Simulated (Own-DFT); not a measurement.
# Computed records: GaP (zincblende, strongly disordered by large displacements), InAs (zincblende, strongly disordered by large displacements)

Computed with Own-DFT development build. A calculation, not a measurement: plane-wave PBE density functional theory by an unreviewed code, no spin, of a simulated periodic cell, stress positive in tension, free energy of the whole cell less one offset for each atom, forces on such cells passed a denser k mesh, this cell's mesh not checked; broken bonds can close the gap or carry spin, so checks made on this kind of crystal may not hold here; offsets are fitted by least squares, one for each functional and potential file, so energies compare only between cells with the same atoms and settings and are not formation energies; the far tail of each file's local potential was reset to the Coulomb form; each entry is a single point on an unrelaxed cell, so the pressure reflects the starting lattice, mostly measured values (interpolated for alloys), from which strain is counted, and rises with the displacements; printed positions are rounded, which can move forces by about a meV/angstrom; the program, named Own-DFT, is a retired in-house code; no spin-orbit coupling.

Settings shared by all entries: functional PBE; potential files PseudoDojo norm-conserving, scalar-relativistic, standard set; wave cutoff 42 hartree; occupations Fermi-Dirac; smearing width 0.1 eV; k mesh 3 x 3 x 3 centred on Gamma.

(1) GaP (zincblende, strongly disordered by large displacements)

```
CELL_PARAMETERS angstrom
10.90100 0.00000 0.00000
0.00000 10.90100 0.00000
0.00000 0.00000 10.90100
ATOMIC_POSITIONS crystal
Ga 0.98751 0.01368 0.05687
Ga 0.03013 0.25102 0.26824
Ga 0.19915 0.01624 0.24010
Ga 0.22908 0.30433 0.99518
P 0.17853 0.12487 0.09088
P 0.11785 0.40205 0.33138
P 0.39373 0.10235 0.39919
P 0.37331 0.35302 0.09922
Ga 0.98678 0.00548 0.50453
Ga 0.99316 0.23032 0.75214
Ga 0.25607 0.01459 0.72649
Ga 0.26067 0.20444 0.51366
P 0.12898 0.17021 0.64007
P 0.10272 0.32562 0.86382
P 0.38258 0.12160 0.90946
P 0.39864 0.37099 0.60762
Ga 0.97921 0.50712 0.98520
Ga 0.98400 0.76905 0.27422
Ga 0.23615 0.51859 0.22232
Ga 0.22091 0.83413 0.99813
P 0.17079 0.59533 0.06240
P 0.12158 0.86339 0.35588
P 0.40263 0.59007 0.34193
P 0.34236 0.89881 0.14682
Ga 0.99723 0.46683 0.52043
Ga 0.01043 0.75400 0.78286
Ga 0.25433 0.45163 0.72296
Ga 0.22876 0.77813 0.48723
P 0.12096 0.59862 0.56304
P 0.12104 0.88352 0.85295
P 0.35388 0.57227 0.88151
P 0.37635 0.83501 0.61981
Ga 0.54933 0.00668 0.99096
Ga 0.51536 0.29003 0.22396
Ga 0.72894 0.03098 0.24372
Ga 0.77000 0.28032 0.98223
P 0.60102 0.10544 0.13740
P 0.59355 0.33650 0.38588
P 0.88402 0.11479 0.38410
P 0.90469 0.36057 0.12158
Ga 0.49528 0.95983 0.52557
Ga 0.47569 0.20161 0.77362
Ga 0.69983 0.05565 0.75411
Ga 0.76810 0.26805 0.47016
P 0.61711 0.09650 0.55671
P 0.62038 0.34425 0.88041
P 0.88831 0.09102 0.86793
P 0.89397 0.32094 0.62391
Ga 0.49190 0.48237 0.97694
Ga 0.57167 0.75748 0.23844
Ga 0.75253 0.44474 0.19731
Ga 0.76122 0.68391 0.98187
P 0.58470 0.63672 0.07328
P 0.59800 0.89714 0.35800
P 0.87519 0.63497 0.35703
P 0.90422 0.89584 0.16921
Ga 0.52990 0.45810 0.50892
Ga 0.44203 0.70645 0.77575
Ga 0.74899 0.55470 0.75315
Ga 0.75631 0.75138 0.55819
P 0.59451 0.67935 0.61101
P 0.64156 0.87762 0.89438
P 0.91185 0.61195 0.85070
P 0.89388 0.85893 0.62140
```

- hardware: one NVIDIA H100
- free energy of cell above offsets: 22.679 eV
- pressure: 14.54 GPa
- stress xx: -15.33 GPa
- stress yy: -12.38 GPa
- stress zz: -15.91 GPa
- stress yz: 1.07 GPa
- stress xz: -3.07 GPa
- stress xy: -2.36 GPa
- wall time: 596.9 s

Force:
```csv
element,x (eV/Å),y (eV/Å),z (eV/Å)
Ga,2.615,3.487,-4.068
Ga,-1.514,-3.958,-1.633
Ga,2.166,-1.381,4.376
Ga,-0.037,-1.947,0.669
P,-2.816,1.516,-2.168
P,0.776,1.129,3.977
P,-1.274,-0.071,-1.634
P,2.226,2.897,2.722
Ga,2.629,-1.771,1.761
Ga,-3.854,-3.653,2.85
Ga,0.57,-0.696,0.913
Ga,3.16,2.191,-3.163
P,0.336,-4.581,-1.282
P,0.64,5.901,-0.139
P,-3.301,-2.979,2.099
P,-2.614,-4.005,2.668
Ga,4.015,-3.343,4.099
Ga,0.295,-4.298,0.104
Ga,3.125,-0.615,2.057
Ga,2.398,-2.619,3.863
P,-1.999,2.599,-3.568
P,0.85,4.091,1.049
P,0.347,1.136,0.557
P,2.168,-1.076,-0.716
Ga,-2.166,-1.516,-2.728
Ga,-0.137,0.439,-4.95
Ga,-1.729,1.543,0.588
Ga,1.88,-3.119,1.399
P,3.522,3.137,3.385
P,0.329,4.72,-1.783
P,-4.176,0.431,-0.636
P,-1.916,0.216,1.777
Ga,-3.978,-0.081,-1.073
Ga,-0.935,-2.783,-2.943
Ga,4.501,-2.992,3.646
Ga,1.835,-2.733,0.736
P,-1.477,6.095,0.566
P,4.295,-0.985,-0.196
P,-1.517,2.286,-3.451
P,2.175,-1.526,-1.646
Ga,-2.283,-1.738,-1.179
Ga,3.179,3.314,-5.006
Ga,0.642,-1.283,0.1
Ga,-0.144,-1.336,0.215
P,3.21,3.957,2.916
P,-1.171,1.738,-2.54
P,-1.3,0.646,0.808
P,-3.463,4.074,-2.208
Ga,1.687,-2.33,1.266
Ga,-2.37,-3.433,-1.248
Ga,-3.518,3.286,2.584
Ga,-0.26,2.018,0.289
P,1.22,-0.128,0.76
P,2.383,1.6,1.484
P,-2.682,-3.246,1.717
P,-5.848,0.225,-1.235
Ga,0.241,6.957,0.359
Ga,2.215,2.14,-0.979
Ga,-2.917,-2.013,-1.796
Ga,1.407,-0.469,-4.1
P,-3.093,-3.857,1.373
P,1.487,-3.454,-3.167
P,-2.54,0.044,-1.255
P,2.505,2.203,2.759
```

(2) InAs (zincblende, strongly disordered by large displacements)

```
CELL_PARAMETERS angstrom
12.11660 0.00000 0.00000
0.00000 12.11660 0.00000
0.00000 0.00000 12.11660
ATOMIC_POSITIONS crystal
In 0.99337 0.98911 0.01604
In 0.01495 0.25157 0.26760
In 0.23718 0.00630 0.24835
In 0.25029 0.25854 0.01203
As 0.13028 0.14146 0.14673
As 0.12416 0.38935 0.38595
As 0.36761 0.12642 0.37076
As 0.35843 0.37937 0.10747
In 0.98718 0.99871 0.50617
In 0.00211 0.24268 0.73115
In 0.25108 0.00608 0.73765
In 0.23356 0.25836 0.49185
As 0.14760 0.11068 0.63919
As 0.13765 0.38916 0.87035
As 0.38278 0.11912 0.86291
As 0.41248 0.36904 0.63651
In 0.99960 0.51008 0.01231
In 0.02313 0.74962 0.26075
In 0.25014 0.48297 0.25419
In 0.25267 0.74337 0.00743
As 0.10960 0.61476 0.10980
As 0.12163 0.87610 0.38178
As 0.36799 0.60014 0.34927
As 0.37038 0.84149 0.11805
In 0.03610 0.47591 0.51498
In 0.02049 0.73710 0.74682
In 0.25350 0.49803 0.72144
In 0.27793 0.76871 0.48699
As 0.13306 0.62177 0.60391
As 0.11803 0.85159 0.88813
As 0.39031 0.64384 0.87307
As 0.37615 0.87100 0.66446
In 0.48611 0.99500 0.99133
In 0.49207 0.26506 0.22909
In 0.74570 0.02309 0.25334
In 0.75203 0.24831 0.00469
As 0.61809 0.11648 0.11790
As 0.61545 0.38158 0.38117
As 0.87313 0.14392 0.40216
As 0.89293 0.35859 0.09411
In 0.50768 0.98256 0.49564
In 0.48102 0.22817 0.75851
In 0.76088 0.00588 0.77244
In 0.75159 0.23280 0.51536
As 0.60728 0.13602 0.63901
As 0.62147 0.40954 0.87109
As 0.87295 0.11561 0.85565
As 0.85029 0.36580 0.60747
In 0.52045 0.50674 0.99563
In 0.51544 0.74978 0.25129
In 0.73882 0.48660 0.25132
In 0.75286 0.77762 0.99076
As 0.61510 0.64267 0.12965
As 0.62447 0.87266 0.37558
As 0.88935 0.63241 0.41692
As 0.84873 0.87020 0.11241
In 0.50485 0.47672 0.51784
In 0.50560 0.72078 0.71971
In 0.76550 0.49738 0.73605
In 0.77065 0.74025 0.50870
As 0.64464 0.63235 0.61878
As 0.62121 0.85760 0.89886
As 0.87935 0.64658 0.88739
As 0.88662 0.89224 0.61350
```

- hardware: one NVIDIA H200
- free energy of cell above offsets: -2.138 eV
- pressure: 8.83 GPa
- stress xx: -9.24 GPa
- stress yy: -8.72 GPa
- stress zz: -8.53 GPa
- stress yz: -2.09 GPa
- stress xz: 0.31 GPa
- stress xy: -0.47 GPa
- wall time: 1323 s

Force:
```csv
element,x (eV/Å),y (eV/Å),z (eV/Å)
In,0.391,0.81,-0.777
In,-2.153,0.943,0.121
In,1.634,-1.953,0.588
In,-2.066,-2.504,-3.161
As,-0.747,-0.986,-2.625
As,1.804,-2.994,-4.852
As,0.744,0.189,0.236
As,3.192,2.624,1.462
In,3.87,2.918,-2.746
In,-0.026,0.817,0.991
In,2.179,-3.852,5.43
In,2.407,-1.758,1.392
As,-4.997,4.636,-5.255
As,-0.985,-0.721,-0.237
As,-4.372,-2.487,4.354
As,-4.714,-1.268,1.258
In,-2.987,-2.657,-4.527
In,-2.158,-1.295,-0.939
In,-1.823,-0.107,-2.57
In,-1.872,-2.038,-2.186
As,4.476,3.201,4.584
As,0.878,1.459,0.51
As,2.831,2.948,3.088
As,1.808,3.873,2.665
In,-6.023,2.494,3.786
In,-1.177,0.136,-0.685
In,1.389,0.158,1.502
In,0.038,-0.908,0.153
As,1.171,2.128,0.765
As,0.747,2.274,-0.202
As,-0.885,-1.778,0.059
As,1.03,-0.662,-2.963
In,0.314,-1.203,0.955
In,0.207,-0.733,1.027
In,0.611,-1.096,0.516
In,-1.414,-0.629,-1.958
As,-0.581,1.194,-0.163
As,0.915,-2.321,-1.026
As,2.322,-2.042,-3.748
As,0.059,0.16,3.137
In,-1.687,1.687,1.637
In,3.4,4.226,-0.838
In,-5.332,-4.864,-3.788
In,-5.118,0.033,0.093
As,2.057,-2.528,-1.492
As,2.162,-4.115,-2.251
As,4.789,4.716,4.583
As,4.127,2,1.334
In,-2.907,2.348,2.191
In,-2.657,0.782,1.681
In,1.267,1.313,-0.662
In,0.61,-5.865,-0.21
As,3.151,-2.465,-1.944
As,2.015,-0.311,-0.088
As,3.254,-3.603,-4.084
As,4.074,3.235,6.228
In,1.33,4.216,-2.589
In,-0.521,1.314,2.361
In,-0.105,1.472,2.048
In,-2.009,4.158,0.686
As,-0.128,-2.357,-0.751
As,-4.472,3.149,-5.31
As,0.068,-1.63,-1.478
As,-3.411,-3.883,4.683
```

(3) InAs (zincblende, strongly disordered by large displacements)

```
CELL_PARAMETERS angstrom
12.11660 0.00000 0.00000
0.00000 12.11660 0.00000
0.00000 0.00000 12.11660
ATOMIC_POSITIONS crystal
In 0.01530 0.02554 0.99372
In 0.99681 0.27639 0.27289
In 0.26005 0.98153 0.20709
In 0.25420 0.26968 0.02867
As 0.13428 0.10814 0.12490
As 0.11401 0.39548 0.39500
As 0.34794 0.13913 0.38037
As 0.38689 0.37600 0.12325
In 0.99308 0.97791 0.50374
In 0.98476 0.23113 0.75396
In 0.26715 0.02037 0.75283
In 0.26222 0.22741 0.50579
As 0.09631 0.11875 0.63843
As 0.13564 0.35831 0.86696
As 0.38506 0.10062 0.85543
As 0.36346 0.36301 0.63371
In 0.98900 0.49132 0.01362
In 0.00428 0.71925 0.27778
In 0.23485 0.48758 0.26457
In 0.24069 0.71220 0.97218
As 0.13188 0.62211 0.08672
As 0.12234 0.89665 0.37578
As 0.37003 0.61068 0.38327
As 0.37107 0.88423 0.11776
In 0.99714 0.52887 0.52062
In 0.99426 0.74501 0.74031
In 0.26337 0.50346 0.76797
In 0.26493 0.73205 0.50663
As 0.12236 0.60551 0.63019
As 0.14678 0.85927 0.87380
As 0.36451 0.61828 0.87492
As 0.36327 0.87832 0.59215
In 0.52374 0.98330 0.99060
In 0.49761 0.23586 0.25337
In 0.74551 0.96563 0.21788
In 0.76002 0.23620 0.00064
As 0.62712 0.14531 0.09423
As 0.60519 0.36933 0.36029
As 0.88753 0.15351 0.36717
As 0.85547 0.38103 0.13037
In 0.49341 0.01726 0.50148
In 0.50545 0.23245 0.73630
In 0.76338 0.00125 0.79970
In 0.75561 0.23072 0.49064
As 0.61601 0.13549 0.62787
As 0.62373 0.37185 0.84687
As 0.87939 0.14083 0.87194
As 0.87244 0.37574 0.62886
In 0.49517 0.52484 0.01534
In 0.47460 0.75255 0.25139
In 0.76441 0.50116 0.24575
In 0.74618 0.78765 0.98885
As 0.63207 0.63251 0.12281
As 0.59197 0.89418 0.36384
As 0.85080 0.62620 0.38736
As 0.85402 0.84092 0.12425
In 0.48526 0.48673 0.47725
In 0.50672 0.75534 0.76769
In 0.76540 0.49084 0.75282
In 0.74873 0.73950 0.47853
As 0.63872 0.62227 0.64463
As 0.64562 0.87024 0.86533
As 0.86668 0.63664 0.86702
As 0.88841 0.86239 0.63418
```

* hardware: one NVIDIA H200
* free energy of cell above offsets: 2.353 eV
* pressure: 9.98 GPa
* stress xx: -10.88 GPa
* stress yy: -9.22 GPa
* stress zz: -9.83 GPa
* stress yz: -3.22 GPa
* stress xz: 1.68 GPa
* stress xy: -0.23 GPa
* wall time: 1198 s

Force:
```csv
element,x (eV/Å),y (eV/Å),z (eV/Å)
In,-0.822,-2.796,-1.41
In,1.696,1.395,-2.476
In,-4.802,4.001,6.527
In,-1.713,-1.912,-2.119
As,-0.568,3.89,1.14
As,0.054,-0.968,1.085
As,3.915,-4.901,-6.315
As,0.755,1.105,1.959
In,-0.534,2.256,0.122
In,2.626,5.011,-2.882
In,-5.878,-4.498,-4.777
In,-5.138,4.223,5.699
As,2.722,-1.401,-1.916
As,-1.012,0.235,0.944
As,5.049,3.997,5.633
As,0.647,0.832,-0.402
In,0.13,0.079,-2.162
In,1.2,1.424,-1.338
In,1.074,0.893,-2.175
In,0.264,5.284,0.5
As,-3.155,-2.672,6.228
As,1.651,-2.38,-1.653
As,-0.995,1.4,-2.61
As,5.785,-5.915,-5.278
In,-3.779,-3.115,-2.715
In,2.91,-1.5,2.163
In,-2.616,-3.401,-2.999
In,-2.718,-0.326,-0.286
As,4.054,3.055,3.014
As,-1.716,2.268,-1.315
As,6.323,0.583,-0.606
As,1.208,1.26,3.027
In,-1.337,1.311,0.353
In,-0.587,-0.483,-0.906
In,-2.28,3.489,2.14
In,0.784,3.894,-1.711
As,-3.057,-3.359,3.151
As,2.824,0.347,0.49
As,-1.175,-5.093,0.521
As,2.258,-2.648,-1.614
In,-0.219,0.313,-0.183
In,-3.225,3.244,3.099
In,0.886,1.042,-4.356
In,-1.692,1.896,1.232
As,4.414,-3.697,-2.781
As,-0.348,-0.003,2.376
As,-0.978,-2.159,3.806
As,0.976,-1.098,-1.474
In,0.617,-1.601,-1.096
In,0.776,-0.655,-0.151
In,-3.321,1.275,1.705
In,0.552,-6.176,0.439
As,0.08,1.276,0.584
As,1.868,-0.837,-0.099
As,4.459,-4.58,-2.93
As,6.637,0.347,2.696
In,1.478,-1.217,3.375
In,-1.301,-0.815,-2.477
In,-0.599,0.729,0.604
In,-5.189,5.494,4.825
As,-1.228,0.366,-1.696
As,-5.156,0.703,-2.643
As,0.268,-0.588,1.572
As,-3.805,1.873,-1.46
```
